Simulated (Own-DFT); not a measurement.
# Computed records: AlGa₃N₄ (wurtzite random alloy, strained, atoms displaced)

A calculation, not a measurement: plane-wave PBE density functional theory by an unreviewed code, no spin, of a simulated periodic cell, stress positive in tension, free energy of the whole cell less one offset for each atom, forces on such cells passed a denser k mesh, this cell's mesh not checked; offsets are fitted by least squares, one for each functional and potential file, so energies compare only between cells with the same atoms and settings and are not formation energies; the far tail of each file's local potential was reset to the Coulomb form; each entry is a single point on an unrelaxed cell, so the pressure reflects the starting lattice, mostly measured values, from which strain is counted, and rises with the displacements; printed positions are rounded, which can move forces by about a meV/angstrom; the program is a retired in-house code; no spin-orbit coupling. Program: Own-DFT development build.

Common to all runs: functional PBE; potential files PseudoDojo norm-conserving, scalar-relativistic, standard set with the stringent files for Ga; wave cutoff 96 hartree; occupations Gaussian; smearing width 0.01 eV; k mesh 4 x 4 x 3 centred on Gamma.

(1) AlGa₃N₄ (wurtzite random alloy, strained, atoms displaced)

```
cell vectors (Å)
   9.5092     0.0000     0.0000
  -4.7546     8.2353     0.0000
   0.0000     0.0000    10.5509
atoms (fractions of the cell vectors)
Ga  0.10911  0.21683  0.99601
Ga  0.22262  0.11587  0.24488
N   0.10761  0.21524  0.18374
N   0.22292  0.11720  0.44438
Ga  0.11168  0.21704  0.50536
Ga  0.21791  0.11700  0.75021
N   0.11335  0.22746  0.68733
N   0.21565  0.11327  0.94095
Ga  0.11123  0.56406  0.99583
Al  0.22210  0.45351  0.24497
N   0.11153  0.55294  0.19109
N   0.22049  0.44083  0.44009
Ga  0.11518  0.55790  0.50309
Ga  0.22927  0.45080  0.74493
N   0.11053  0.55331  0.68810
N   0.22935  0.45208  0.94805
Al  0.10674  0.88570  0.00776
Ga  0.21684  0.77034  0.24534
N   0.10854  0.88127  0.19427
N   0.22208  0.77191  0.44086
Al  0.11962  0.88751  0.50297
Ga  0.22146  0.77644  0.75246
N   0.11577  0.89350  0.68807
N   0.22407  0.77847  0.93748
Al  0.43968  0.22227  0.99798
Ga  0.55704  0.11800  0.24953
N   0.44891  0.22264  0.19585
N   0.54904  0.10966  0.43635
Ga  0.44326  0.22376  0.50242
Al  0.55468  0.10263  0.75207
N   0.44139  0.23777  0.68279
N   0.55484  0.11696  0.94167
Ga  0.43902  0.56185  0.99871
Al  0.55231  0.44055  0.25192
N   0.43974  0.55052  0.19657
N   0.55078  0.44371  0.44544
Ga  0.45012  0.55739  0.49791
Ga  0.55873  0.44763  0.74763
N   0.44472  0.54901  0.68859
N   0.56899  0.45596  0.93103
Ga  0.44129  0.88197  0.99634
Ga  0.55452  0.78884  0.25376
N   0.45514  0.89683  0.18964
N   0.55241  0.78049  0.43755
Ga  0.45443  0.89862  0.49547
Ga  0.54873  0.77314  0.75014
N   0.43820  0.88102  0.69167
N   0.55113  0.78070  0.93734
Ga  0.77790  0.22652  0.99487
Al  0.88922  0.11985  0.24706
N   0.77604  0.22073  0.18615
N   0.89164  0.11870  0.44360
Ga  0.77790  0.22441  0.49591
Ga  0.89350  0.10663  0.75852
N   0.77350  0.21994  0.69311
N   0.88659  0.10031  0.94278
Ga  0.77933  0.56107  0.00011
Ga  0.89958  0.44516  0.24194
N   0.77921  0.55855  0.19156
N   0.89858  0.43902  0.43056
Ga  0.77770  0.54983  0.49940
Ga  0.89835  0.44376  0.75823
N   0.77516  0.55584  0.69719
N   0.88904  0.44586  0.93629
Al  0.77350  0.88017  0.00223
Al  0.87587  0.76977  0.24387
N   0.77565  0.89160  0.19219
N   0.88338  0.77915  0.44068
Ga  0.78072  0.89050  0.49944
Ga  0.88752  0.78298  0.75321
N   0.76992  0.88727  0.68878
N   0.89373  0.78261  0.94148
```

Results for AlGa₃N₄ (wurtzite random alloy, strained, atoms displaced): free energy of cell above offsets -9.861 eV; pressure 1.98 GPa; stress xx -6.16 GPa; stress yy -4.49 GPa; stress zz 4.71 GPa; stress yz 0.17 GPa; stress xz 0.09 GPa; stress xy 0.47 GPa.

Force:
```tsv
element	x (eV/Å)	y (eV/Å)	z (eV/Å)
Ga	-1.145	1.439	1.225
Ga	0.186	-0.813	1.572
N	-1.279	1.548	0.584
N	0.86	-2.275	-1.121
Ga	-0.899	1.15	-0.657
Ga	1.386	-0.215	-0.001
N	-0.779	-0.319	0.995
N	2.599	-1.336	-0.052
Ga	0.675	-1.414	0.788
Al	1.386	-1.991	1.42
N	0.803	0.534	-1.767
N	0.246	0.465	-1.069
Ga	0.384	-0.951	-0.339
Ga	-0.3	-0.604	0.957
N	0.133	0.55	0.365
N	-1.981	-1.468	-1.793
Al	0.475	0.722	-0.438
Ga	0.944	1.337	1.515
N	-1.331	0.365	-1.461
N	-0.52	1.541	-0.461
Al	-1.31	0.294	-0.626
Ga	-0.632	0.084	-0.494
N	-0.401	-0.337	-0.325
N	-1.64	0.954	0.477
Al	0.43	0.918	0.12
Ga	0.735	-0.796	0.359
N	-1.396	1.155	-2.089
N	0.612	1.294	-0.079
Ga	-0.279	-0.072	-0.016
Al	-0.862	1.158	-0.11
N	1.526	-2.813	1.349
N	-0.758	-0.666	-1.118
Ga	2.533	-0.254	1.243
Al	-0.052	0.757	0.495
N	0.389	0.482	-0.655
N	1.623	-0.021	-2.249
Ga	-1.586	0.075	0.353
Ga	0.177	-0.091	0.636
N	-0.563	1.559	-0.518
N	-1.822	-1.722	1.615
Ga	-0.291	1.998	1.3
Ga	1.309	-1.609	0.153
N	-2.145	-0.531	-1.021
N	0.908	0.031	0.319
Ga	-1.029	-1.628	1.075
Ga	0.573	-0.213	-0.137
N	0.122	1.726	-0.473
N	2.014	0.002	0.036
Ga	0.381	-0.968	0.737
Al	0.877	-1.048	0.68
N	0.695	0.405	-0.304
N	0.132	-1.069	-1.783
Ga	-0.104	-0.212	1.208
Ga	-1.191	0.39	-1.077
N	0.052	-0.364	-0.031
N	-0.793	0.107	-0.077
Ga	0.165	-0.465	0.34
Ga	-2.137	-0.614	1.264
N	-0.534	-1.067	-0.374
N	-1.517	0.898	0.408
Ga	0.27	0.592	0.452
Ga	-1.778	-0.36	-1.654
N	1.867	0.586	-1.254
N	0.383	0.47	1.209
Al	-0.541	0.726	0.485
Al	0.635	1.591	1.805
N	0.822	0.203	-1.045
N	2.119	-0.39	-1.063
Ga	-0.725	0.405	0.227
Ga	0.475	-0.58	-0.65
N	0.631	0.212	0.152
N	-0.215	0.553	0.462
```

(2) AlGa₃N₄ (wurtzite random alloy, strained, atoms displaced)

```
cell vectors (Å)
   9.5092     0.0000     0.0000
  -4.7546     8.2353     0.0000
   0.0000     0.0000    10.5509
atoms (fractions of the cell vectors)
Ga  0.10992  0.21844  0.00801
Ga  0.22577  0.11284  0.24656
N   0.10526  0.21272  0.19069
N   0.21862  0.10580  0.43739
Ga  0.10767  0.21470  0.50547
Ga  0.21946  0.11203  0.74353
N   0.10485  0.21437  0.68920
N   0.22409  0.10823  0.93777
Ga  0.09058  0.53869  0.99474
Ga  0.23346  0.45997  0.25292
N   0.12610  0.56438  0.18589
N   0.23023  0.44487  0.43954
Ga  0.11502  0.56067  0.49439
Ga  0.22197  0.44136  0.74400
N   0.10380  0.55611  0.69717
N   0.22099  0.44270  0.93917
Al  0.11114  0.88234  0.99819
Ga  0.23351  0.78550  0.25451
N   0.11492  0.89506  0.19288
N   0.21649  0.78047  0.44050
Ga  0.10853  0.87459  0.50318
Ga  0.21759  0.78234  0.73621
N   0.11102  0.89239  0.69592
N   0.23206  0.77773  0.93483
Ga  0.43908  0.22389  0.99832
Ga  0.55474  0.11968  0.24049
N   0.45033  0.21764  0.19691
N   0.55080  0.10025  0.44492
Ga  0.43960  0.21218  0.48862
Ga  0.55478  0.10863  0.74652
N   0.44842  0.22524  0.69273
N   0.56355  0.12054  0.93380
Al  0.44071  0.55867  0.99170
Ga  0.55571  0.43316  0.25235
N   0.44264  0.55093  0.18108
N   0.56024  0.44059  0.43541
Al  0.44427  0.55280  0.49799
Ga  0.56950  0.44812  0.75134
N   0.44635  0.55524  0.69049
N   0.55000  0.43995  0.94814
Ga  0.45010  0.89313  0.00778
Ga  0.55897  0.78992  0.24287
N   0.44178  0.88950  0.18348
N   0.55478  0.78150  0.43914
Al  0.44279  0.89399  0.49527
Ga  0.55433  0.76981  0.74361
N   0.45249  0.89254  0.69418
N   0.56216  0.77507  0.93856
Ga  0.76780  0.21900  0.99968
Al  0.88977  0.10652  0.25226
N   0.78311  0.21577  0.18895
N   0.87710  0.09984  0.43461
Al  0.77600  0.22302  0.49619
Ga  0.88123  0.11191  0.75028
N   0.76019  0.20976  0.69291
N   0.88936  0.10443  0.93771
Ga  0.77459  0.55328  0.00034
Ga  0.89405  0.44444  0.25424
N   0.78139  0.55471  0.18988
N   0.90595  0.45287  0.43459
Al  0.77608  0.55120  0.50568
Ga  0.88007  0.45707  0.74883
N   0.78000  0.55007  0.68321
N   0.88668  0.44181  0.95022
Al  0.77646  0.89050  0.00459
Ga  0.89148  0.78204  0.24934
N   0.78273  0.90090  0.19323
N   0.88684  0.78431  0.44105
Ga  0.78485  0.90047  0.49866
Al  0.89697  0.77839  0.76131
N   0.77325  0.89994  0.69529
N   0.87668  0.76852  0.93010
```

It finds free energy of cell above offsets -7.362 eV; pressure 2.97 GPa; stress xx -7.06 GPa; stress yy -5.99 GPa; stress zz 4.13 GPa; stress yz 0.42 GPa; stress xz -0.83 GPa; stress xy -0.25 GPa.

Force:
```tsv
element	x (eV/Å)	y (eV/Å)	z (eV/Å)
Ga	-0.091	0.196	-1.004
Ga	-0.742	0.07	0.938
N	-0.214	1.154	0.633
N	-0.126	-0.387	0.132
Ga	-0.273	0.278	-1.073
Ga	1.181	0.833	1.531
N	-0.613	0.938	-0.532
N	-0.904	-1.15	0.211
Ga	4.208	3.187	1.055
Ga	0.188	-1.806	-0.383
N	-1.61	-0.35	0.373
N	-0.444	-0.052	0.502
Ga	1.496	-0.637	1.569
Ga	-0.588	0.08	1.369
N	0.529	-0.404	-1.723
N	0.228	-0.258	-0.514
Al	0.546	0.235	-0.101
Ga	-1.686	-0.822	-0.822
N	0.399	-1.221	-1.735
N	3.06	-0.113	-0.495
Ga	-2.855	2.241	0.363
Ga	2.763	-0.236	2.629
N	-1.457	-0.826	-1.393
N	-1.997	-0.109	0.356
Ga	0.963	-0.957	0.118
Ga	3.972	-2.277	1.888
N	-3.143	1.181	-2.143
N	0.752	1.917	-1.535
Ga	-0.163	0.869	1.806
Ga	-1.774	-0.548	1.296
N	-0.702	-0.117	-1.144
N	-1.68	-1.373	0.719
Al	0.175	-0.418	1.088
Ga	-0.655	2.424	-0.548
N	1.059	0.825	-0.112
N	-0.287	0.689	1.248
Al	0.803	0.841	0.125
Ga	-2.232	-1.16	0.764
N	0.529	-1.188	-1.684
N	-0.228	1.515	-1.421
Ga	-0.211	-0.549	-3.012
Ga	0.783	-1.808	1.223
N	0.456	1.219	1.306
N	-0.741	-0.922	-0.082
Al	1.157	-1.848	1.654
Ga	-0.533	1.536	1.411
N	-1.529	-1.466	-2.385
N	-0.296	0.258	0.588
Ga	2.277	-0.088	0.506
Al	-0.027	1.359	0.25
N	-0.53	0.475	0.418
N	-0.064	4.059	-0.616
Al	0.316	-0.489	0.702
Ga	0.252	0.574	1.16
N	2.418	3.462	-2.465
N	-0.608	0.206	0.647
Ga	-0.371	-0.123	1.117
Ga	0.549	0.284	-1.426
N	-0.146	0.19	-0.026
N	-2.895	-1.837	1.337
Al	0.075	0.871	-1.951
Ga	4.17	-3.631	1.897
N	-2.422	3.444	-0.827
N	-2.781	-0.943	-2.466
Al	0.182	-0.188	-0.765
Ga	-0.117	-0.433	0.673
N	0.39	-1.425	-1.777
N	0.932	-2.071	0.225
Ga	-0.925	-2.803	1.861
Al	-1.844	0.732	-2.455
N	2.64	-2.406	-1.348
N	1.051	1.298	2.279
```

(3) AlGa₃N₄ (wurtzite random alloy, strained, atoms displaced)

```
cell vectors (Å)
   9.5092     0.0000     0.0000
  -4.7546     8.2353     0.0000
   0.0000     0.0000    10.2942
atoms (fractions of the cell vectors)
Ga  0.09697  0.22125  0.99667
Al  0.21510  0.11675  0.25551
N   0.11134  0.23023  0.19184
N   0.22559  0.10647  0.43454
Ga  0.11356  0.21955  0.49609
Ga  0.22314  0.10221  0.74852
N   0.10838  0.22113  0.68469
N   0.21915  0.10433  0.93355
Al  0.10405  0.54591  0.00464
Ga  0.21976  0.44024  0.25189
N   0.11650  0.55558  0.18883
N   0.22009  0.44324  0.43637
Ga  0.11692  0.55300  0.50916
Ga  0.23484  0.45944  0.75824
N   0.11030  0.55396  0.69240
N   0.22308  0.42895  0.94090
Al  0.10939  0.89498  0.00040
Ga  0.22840  0.78694  0.24852
N   0.11543  0.89164  0.18331
N   0.22091  0.77606  0.44153
Al  0.11112  0.89601  0.49788
Ga  0.22233  0.77679  0.75044
N   0.10911  0.89325  0.68575
N   0.22246  0.77283  0.94214
Ga  0.45189  0.23210  0.99477
Ga  0.55504  0.10786  0.24856
N   0.44500  0.22949  0.18993
N   0.55470  0.11845  0.44320
Ga  0.44609  0.22612  0.50121
Al  0.54812  0.10638  0.75169
N   0.44785  0.22134  0.69204
N   0.54093  0.10943  0.93114
Ga  0.44743  0.57513  0.99516
Ga  0.55449  0.43804  0.25146
N   0.45280  0.56186  0.19162
N   0.54943  0.44683  0.43316
Ga  0.44666  0.56429  0.50029
Ga  0.56117  0.44914  0.74784
N   0.44337  0.55350  0.69120
N   0.55278  0.45293  0.94014
Al  0.44383  0.89493  0.99790
Ga  0.54350  0.76284  0.25754
N   0.44666  0.88428  0.19141
N   0.55453  0.77106  0.43822
Ga  0.44588  0.88591  0.49880
Al  0.55906  0.77802  0.75296
N   0.45065  0.89158  0.69220
N   0.55451  0.77345  0.93871
Ga  0.77480  0.22503  0.00311
Ga  0.88747  0.11791  0.25607
N   0.77869  0.21646  0.19009
N   0.89016  0.11296  0.44855
Ga  0.76828  0.22258  0.49741
Al  0.89332  0.11768  0.75615
N   0.77145  0.22026  0.68644
N   0.87173  0.09142  0.93811
Ga  0.77567  0.55613  0.99664
Ga  0.88534  0.44446  0.24788
N   0.78006  0.55572  0.19288
N   0.88464  0.44657  0.42771
Ga  0.78522  0.56093  0.50026
Al  0.88712  0.43736  0.74534
N   0.78503  0.56189  0.68610
N   0.88826  0.44701  0.94160
Ga  0.78392  0.89018  0.99463
Ga  0.89807  0.79371  0.25821
N   0.77544  0.88956  0.18693
N   0.89140  0.78065  0.43633
Ga  0.78737  0.89424  0.50188
Ga  0.89475  0.78852  0.74094
N   0.79197  0.90023  0.68880
N   0.88557  0.77633  0.93952
```

Results for AlGa₃N₄ (wurtzite random alloy, strained, atoms displaced): free energy of cell above offsets -9.653 eV; pressure 6.29 GPa; stress xx -4.07 GPa; stress yy -8.42 GPa; stress zz -6.37 GPa; stress yz 0.95 GPa; stress xz -0.01 GPa; stress xy 0.61 GPa.

Force:
```tsv
element	x (eV/Å)	y (eV/Å)	z (eV/Å)
Ga	1.746	-1.874	0.778
Al	1.496	-0.279	-1.958
N	0.445	-2.17	-0.534
N	-0.759	0.022	0.134
Ga	-0.114	0.672	1.122
Ga	-1.045	2.278	0.224
N	0.108	0.405	1.245
N	-0.51	0.445	1.185
Al	0.7	1.135	-0.196
Ga	0.526	1.988	-0.375
N	-0.786	0.152	-0.712
N	0.503	0.015	0.875
Ga	-1.199	-0.028	-1.845
Ga	-0.677	-2.573	-0.838
N	-0.621	-0.264	0.598
N	-1.917	2.831	0.173
Al	0.584	-1.186	-0.382
Ga	-0.374	-1.393	0.286
N	-0.588	1.495	0.588
N	-0.69	0.645	0.241
Al	1.081	-1.223	0.223
Ga	-0.272	0.449	0.388
N	1.636	-1.131	-1.553
N	-0.488	-0.025	0.379
Ga	-1.982	-0.301	0.949
Ga	-0.758	0.361	0.366
N	-0.382	-2.506	-0.548
N	0.105	-1.777	-1.226
Ga	-0.408	0.583	0.272
Al	0.798	0.72	-0.943
N	0.063	0.038	-0.389
N	2.027	-0.494	0.919
Ga	0.601	-4.238	2.594
Ga	0.056	1.986	-0.663
N	-0.788	-2.417	-1.292
N	0.809	0.141	1.978
Ga	0.107	-2.361	0.399
Ga	0.008	-0.489	0.482
N	0.714	2.033	-0.335
N	0.52	-0.104	-0.759
Al	0.252	-0.975	0.402
Ga	1.194	2.454	-1.147
N	-0.198	0.887	-1.429
N	0.195	2.357	1.09
Ga	-0.41	0.612	0.349
Al	0.334	0.472	-0.551
N	0.29	-0.583	0.042
N	-1.128	4.167	-1.808
Ga	-0.235	-0.915	-0.622
Ga	1.086	-1.693	0.06
N	-1.417	0.964	-0.52
N	-0.698	0.276	-1.489
Ga	1.515	0.843	0.516
Al	-0.144	-0.125	-1.737
N	0.375	0.036	1.553
N	-0.346	4.467	-1.324
Ga	-0.351	0.472	1.329
Ga	0.883	0.44	-0.793
N	-0.578	0.848	-0.871
N	1.054	-0.279	2.553
Ga	-0.903	-0.758	-0.905
Al	-0.523	0.636	0.652
N	0.614	-0.714	0.566
N	1.005	-0.692	-1.426
Ga	-0.769	-2.77	2.274
Ga	-0.463	-1.502	-2.646
N	0.067	0.391	0.686
N	0.828	0.735	1.795
Ga	-1.063	-0.487	-0.025
Ga	0.115	-1.368	1.871
N	-2.53	-0.317	0.584
N	1.673	0.56	-0.883
```
